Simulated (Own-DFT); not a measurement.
# How much smaller does PBEsol make it? C40 NbSi2, 36 atoms (Nb12Si24)

Source: density functional calculations with Own-DFT, an unreviewed in-house program that is no longer used. Nothing was measured or relaxed, and spin and spin-orbit coupling are left out.

Limits: forces on such cells failed a check on a denser k mesh; stress not checked against mesh or cutoff.

Each geometry was run with PBE and with PBEsol, otherwise alike: PseudoDojo norm-conserving scalar-relativistic files made for PBE; cutoff 42 hartree; 4 x 4 x 5 k mesh centred on Gamma; cold (Marzari-Vanderbilt) smearing of 0.2 eV. Unstrained cell vectors in Å: (0.000, 8.324, 0.000); (-9.613, 0.000, 0.000); (0.000, 0.000, 6.586). Each has a uniform strain, of which the change of volume is shown, and random moves of rms u per axis.

```
run,volume change (%),u (Å),P with PBE (GPa),P with PBEsol (GPa)
1,-0.40,0.0529,3.91,0.24
2,-2.00,0.0430,6.75,3.00
3,-0.45,0.0501,4.39,0.72
4,-0.78,0.0560,4.78,1.08
5,1.07,0.0516,1.58,-2.04
6,1.82,0.0545,-0.11,-3.68
7,-0.15,0.0571,3.01,-0.64
8,-1.61,0.0482,6.00,2.26
9,2.93,0.0480,-2.40,-5.92
10,-0.33,0.0443,2.85,-0.81
11,0.87,0.0512,1.47,?
```

Question: by how much does PBEsol shrink this cell, and what belongs in the blank?

## Answer

Write v for the change of volume as a fraction. Fitted to v and u², the PBE pressure has a slope of -183 ± 9 GPa in v, with the ions held to the strained lattice. The difference PBEsol less PBE is -3.66 + 4.6 v GPa (slope ± 0.2) and averages -3.66 GPa. Divided by the mean slope of the two, 181 GPa, that makes PBEsol's volume at a given pressure, near 1 GPa, about 2.0 % smaller, or 0.67 % in lengths. At one volume PBEsol's slope is the smaller by 5 GPa, but its pressure there is lower too. If stiffness rises by about 4 GPa for each GPa, PBEsol at equal pressure is stiffer by about 10 GPa. Files made for PBEsol would give a different shift.

For run 11 the line gives -2.15 GPa. The hidden result is -2.15 GPa.
